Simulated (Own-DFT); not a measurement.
# Which defects push the lattice out? B20 RuSi

No measurement is shown. These are fixed-geometry runs of a retired plane-wave code named Own-DFT, which no person has reviewed; spin and spin-orbit coupling are neglected.

Common settings: PBE; PseudoDojo norm-conserving scalar-relativistic files; cutoff 50 hartree; 5 x 4 x 5 k mesh centred on Gamma; cold (Marzari-Vanderbilt) smearing of 0.2 eV.

Caveats (not all hold for every row): not probed for a lower state with spin; forces on such cells failed a check on a denser k mesh; stress not checked against mesh or cutoff.

All runs share one cell, with vectors in Å (4.709, 0.000, 4.709); (0.000, 9.417, 0.000); (-4.709, 0.000, 4.709) and a volume of 417.6 Å³. u is the rms random offset of the atoms per axis. The defect's site can differ from row to row.

| cell | formula | u (Å) | P (GPa) |
|---|---|---|---|
| no defect | Ru16Si16 | 0.0208 | 4.82 |
| no defect | Ru16Si16 | 0.0504 | 7.18 |
| no defect | Ru16Si16 | 0.0588 | 7.42 |
| one Ru on a Si site | Ru17Si15 | 0.0282 | 8.32 |
| one Ru on a Si site | Ru17Si15 | 0.0316 | 8.05 |
| one Ru on a Si site | Ru17Si15 | 0.0502 | 9.15 |
| one Si on a Ru site | Ru15Si17 | 0.0299 | 6.09 |
| one Si on a Ru site | Ru15Si17 | 0.0326 | 5.90 |
| one Si on a Ru site | Ru15Si17 | 0.0510 | 7.24 |
| one Ru vacancy | Ru15Si16 | 0.0254 | 2.40 |
| one Ru vacancy | Ru15Si16 | 0.0479 | 4.75 |
| one Ru vacancy | Ru15Si16 | 0.0523 | 3.86 |
| one Si vacancy | Ru16Si15 | 0.0280 | ? |
| one Si vacancy | Ru16Si15 | 0.0327 | 3.24 |
| one Si vacancy | Ru16Si15 | 0.0509 | 3.35 |
| one Si vacancy | Ru16Si15 | 0.0517 | 4.17 |

## Fit

P = P0 + c u² + a shift for each defect gives P0 = 4.84 GPa, c = 761 ± 132 GPa/Å² and a scatter of 0.47 GPa. The shifts, and each times the cell's volume:

- one Ru on a Si site: 2.57 ± 0.39 GPa, 6.7 eV
- one Si on a Ru site: 0.41 ± 0.39 GPa, 1.1 eV (not resolved)
- one Ru vacancy: -2.61 ± 0.38 GPa, -6.8 eV
- one Si vacancy: -2.86 ± 0.38 GPa, -7.4 eV

Against the defect-free cell, a freed cell would be larger where the shift is positive and smaller where it is negative (160.2 GPa Å³ is 1 eV). The atoms around the defects weren't relaxed, which would change these numbers.

## Withheld run

The question: what pressure belongs in the blank (one Si vacancy, u = 0.0280 Å)?

The fitted form gives 2.58 ± 0.57 GPa. Computed: 2.00 GPa.
